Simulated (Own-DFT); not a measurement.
# Computed records: Hf36O71 (tetragonal hafnia with one neutral oxygen vacancy, atoms displaced)

All values are calculated (Own-DFT development build). A calculation, not a measurement: plane-wave PBE and HSE06 DFT by an unreviewed code, no spin, of a simulated cell at Gamma alone, so results move with cell size and shape, stress positive in tension, energies less offsets, not probed for a lower state with spin; hafnium file: forces about 75 meV/angstrom off all-electron values; oxygen file: force components 24 meV/angstrom off all-electron in a glass; k mesh not checked against a denser one; forces and stress are PBE's, HSE06 gives the energy alone, and its difference from PBE has offsets of its own; offsets are fitted by least squares, one for each functional and potential file, so energies compare only between cells with the same atoms and settings and are not formation energies; the far tail of each file's local potential was reset to the Coulomb form; each entry is a single point on an unrelaxed cell, so the pressure reflects the starting lattice, taken from the Materials Project, from which strain is counted, and rises with the displacements; printed positions are rounded, which can move forces by about a meV/angstrom; the program is a retired in-house code; no spin-orbit coupling.

```xyz
107
Lattice="10.7800 0.0000 0.0000 0.0000 10.7800 0.0000 0.0000 0.0000 10.4493" Properties=species:S:1:pos:R:3:force_x:R:1:force_y:R:1:force_z:R:1 formula=Hf36O71 first_functional=PBE second_functional=HSE06 exact_exchange_share=0.25 screening=0.11 exchange_divergence=Gygi-Baldereschi potential_files=PseudoDojo_norm-conserving,scalar-relativistic,made_for_PBE,standard_set wave_cutoff=48 occupations=fixed k_mesh=1_x_1_x_1_centred_on_Gamma PBE_energy_of_cell_above_offsets=-97.537 HSE06_less_PBE_above_offsets=0.012 PBE_pressure=2.4 PBE_stress_xx=-2.17 PBE_stress_yy=-1.98 PBE_stress_zz=-3.05 PBE_stress_yz=-0.13 PBE_stress_xz=-1.29 PBE_stress_xy=-0.02
Hf     0.0898     0.0592    10.4476     -1.534     -0.856     -0.272
Hf     1.8324     1.8010     2.6645      -1.18     -0.582     -1.119
O     10.7539     1.7175     1.6438      1.262      0.426      0.011
O      1.8060     0.0412     3.6075     -0.028     -0.496      0.114
O     10.7086     1.8219     4.2180      0.428      0.016      0.597
O      1.7931    10.6815     1.0356      0.829      0.575     -0.208
Hf    10.7583    10.7363     5.2030      0.776      1.628      0.912
Hf     1.7692     1.8248     7.8793       0.14     -0.706     -0.725
O     10.7138     1.7761     6.9074      0.944      0.559     -0.634
O      1.7975     0.0804     8.8347     -0.228     -1.208      0.478
O      0.0143     1.8270     9.4429      0.155      0.534      0.289
O      1.7963     0.0800     6.2557      0.106     -0.226     -0.551
Hf     0.0583     3.6458    10.4139     -1.005     -0.842      0.555
Hf     1.8446     5.4288     2.5640     -0.597      0.001       0.61
O     10.7394     5.3686     1.4862      0.531       0.33      1.616
O      1.7718     3.6054     3.6070     -0.004      0.098       0.01
O      1.8617     3.6492     0.9682     -1.151      0.202       1.07
Hf     0.0370     3.6078     5.2924     -0.942     -0.472     -1.802
Hf     1.7322     5.4422     7.8119      1.012     -0.171      0.557
O     10.6900     5.4057     6.7324      1.349      0.086     -0.065
O      1.8224     3.6039     8.9199     -0.447      0.824     -0.946
O     10.7594     5.4394     9.4567      0.555     -0.984     -1.341
O      1.8049     3.5709     6.2023     -0.333       0.35      0.843
Hf     0.0138     7.1201     0.0933     -0.008       2.21     -1.499
Hf     1.7543     8.9360     2.5689      1.198      1.567      0.317
O     10.7691     8.9256     1.5352     -0.706     -0.169      1.369
O      1.8280     7.2564     3.6546     -1.077     -1.773     -0.224
O      0.0166     9.0172     4.2716     -0.105     -1.688     -1.273
O      1.8047     7.2025     1.0046     -0.155     -0.409      0.636
Hf     0.0247     7.1620     5.2112      1.254      0.199     -0.028
Hf     1.8463     8.9496     7.8426     -1.612       1.42      0.307
O      0.0379     9.0126     6.8450     -0.206     -0.317     -0.172
O      1.7673     7.1866     8.8275      0.173     -0.064      0.571
O      0.0445     8.9562     9.4347     -0.266      0.374      0.572
O      1.8605     7.1695     6.3060     -1.319     -0.877     -0.605
Hf     3.6536    10.7747     0.0669     -2.023      0.376     -0.324
Hf     5.4670     1.8061     2.6441     -0.716       0.99      -0.33
O      3.5961     1.8384     1.4791      0.229      0.043      1.206
O      5.4447     0.0241     3.6394      0.337     -0.451     -0.728
O      3.7010     1.7614     4.1609     -0.425      0.561     -0.673
O      5.3800     0.0556     1.0480      0.365     -0.544      0.467
Hf     3.6039    10.7623     5.2197     -1.153      -0.94     -0.199
Hf     5.3449     1.7331     7.8452     -0.102      1.907      -1.04
O      3.5673     1.8207     6.7326      0.696      0.134      0.743
O      5.4370     0.0132     8.8113     -0.258     -0.127      1.007
O      3.5712     1.7764     9.3833      0.664      0.044      0.149
O      5.3496    10.6901     6.2012      0.509      0.259      0.884
Hf     3.6136     3.5543     0.0416      1.528      0.316     -1.031
Hf     5.3366     5.4509     2.6861      1.293     -0.898      -2.35
O      3.6082     5.4760     1.5531     -0.162      0.045      0.511
O      5.4079     3.7331     3.6197     -0.424     -2.538      0.227
O      3.4720     5.3505     4.2627      0.346      0.608     -1.039
O      5.4474     3.7098     1.0517     -0.474     -0.802     -0.654
Hf     3.5498     3.5262     5.1516       1.29     -0.101      0.988
Hf     5.2911     5.3780     7.7628      1.419      0.204      2.244
O      3.6050     5.3504     6.8533     -2.036      0.038     -0.959
O      5.3542     3.6040     8.8545     -0.195     -0.318     -0.539
O      3.5004     5.5141     9.4110      0.102      -2.47     -0.343
O      5.4117     3.6170     6.1498     -0.841     -0.104      0.538
Hf     3.5785     7.1590    10.4052      1.674       1.44      0.636
Hf     5.5099     8.9846     2.5660     -2.424      -0.61      0.802
O      3.5673     8.9686     1.5987      1.202      0.209      0.141
O      5.4245     7.1406     3.6335     -0.243      1.968      0.355
O      3.5880     8.9712     4.1765      0.481     -0.094      0.691
O      5.4569     7.2281     1.0095     -0.645       0.22      0.428
Hf     3.6830     7.1182     5.2823     -1.647      1.824     -1.219
Hf     5.4037     9.0311     7.9023      0.506     -1.556      -0.65
O      3.5144     8.9137     6.7816      2.021      0.235      0.368
O      5.3844     7.1631     8.8926     -0.523      0.438     -1.199
O      3.6253     9.0754     9.4522     -0.033     -1.082     -0.633
O      5.3960     7.0954     6.1729      1.522      0.274      1.047
Hf     7.1436     0.0891     0.0252      2.291     -1.854     -0.179
Hf     8.9163     1.7828     2.6386      1.747     -0.211     -0.516
O      7.2008     1.7211     1.5614     -0.928       0.17      0.862
O      8.9724    10.7317     3.6511     -0.334     -0.083     -0.739
O      7.1964     1.8082     4.2657     -0.239      0.638     -1.526
O      8.9683     0.0388     1.0218      0.253     -0.347     -0.419
Hf     7.2048    10.7794     5.1836     -0.124      0.287      1.429
Hf     8.9471     1.7735     7.8011      0.186      0.262      0.504
O      7.2031     1.7798     6.7612     -1.081     -0.056      0.929
O      8.9484     0.0765     8.8130     -0.016     -1.223      0.003
O      7.0962     1.7683     9.5053     -0.001      1.396     -1.585
O      8.9910    10.7620     6.1351     -0.043       0.27      0.918
Hf     7.2556     3.6177    10.3460     -0.629      0.526      1.484
Hf     8.9489     5.3681     2.6068      0.127     -1.244      0.066
O      7.2367     5.3853     1.5966     -0.548      0.774      0.309
O      8.9656     3.6061     3.6101      0.117      0.614      0.186
O      7.1503     5.3832     4.1729      0.974      0.639      0.731
O      8.9501     3.5385     1.0628       0.77      0.111     -0.584
Hf     7.2178     3.6193     5.2518     -0.533     -0.212     -0.516
Hf     8.9729     5.4540     7.7746      -1.17     -1.581      1.356
O      7.1223     5.3641     6.8915      1.627      0.371     -1.169
O      8.9705     3.6669     8.8911      0.043      -0.76     -0.852
O      7.1954     5.3903     9.4680      0.375      0.891     -0.297
O      8.9884     3.5678     6.1863      0.156      0.457      0.787
Hf     7.2822     7.1577     0.1043     -3.314     -0.052     -2.553
Hf     8.9762     8.9200     2.6418      0.877      1.856     -0.736
O      7.2355     8.9770     1.5477      0.011       0.15      1.041
O      8.9969     7.1820     3.6943      0.264     -0.488     -0.246
O      7.1842     9.0030     4.3267     -0.084       -1.9     -1.788
O      8.9580     7.2450     0.9924       2.05     -0.259      1.643
Hf     7.3057     7.1333     5.2499     -2.418      0.405     -0.737
Hf     8.9825     8.8960     7.8392      0.836      2.472      0.667
O      7.2519     9.0603     6.8511     -1.445     -0.617      0.042
O      9.0766     7.1509     8.7815     -0.509      0.069       0.91
O      7.1717     8.9702     9.4170      0.136     -0.022      0.464
O      8.9859     7.2584     6.2326      0.904     -0.498      0.619
```

Units: screening in 1/bohr; wave_cutoff in hartree; PBE_energy_of_cell_above_offsets, HSE06_less_PBE_above_offsets in eV; PBE_pressure, PBE_stress_xx, PBE_stress_yy, PBE_stress_zz, PBE_stress_yz, PBE_stress_xz, PBE_stress_xy in GPa; force_x, force_y, force_z in eV/Å.
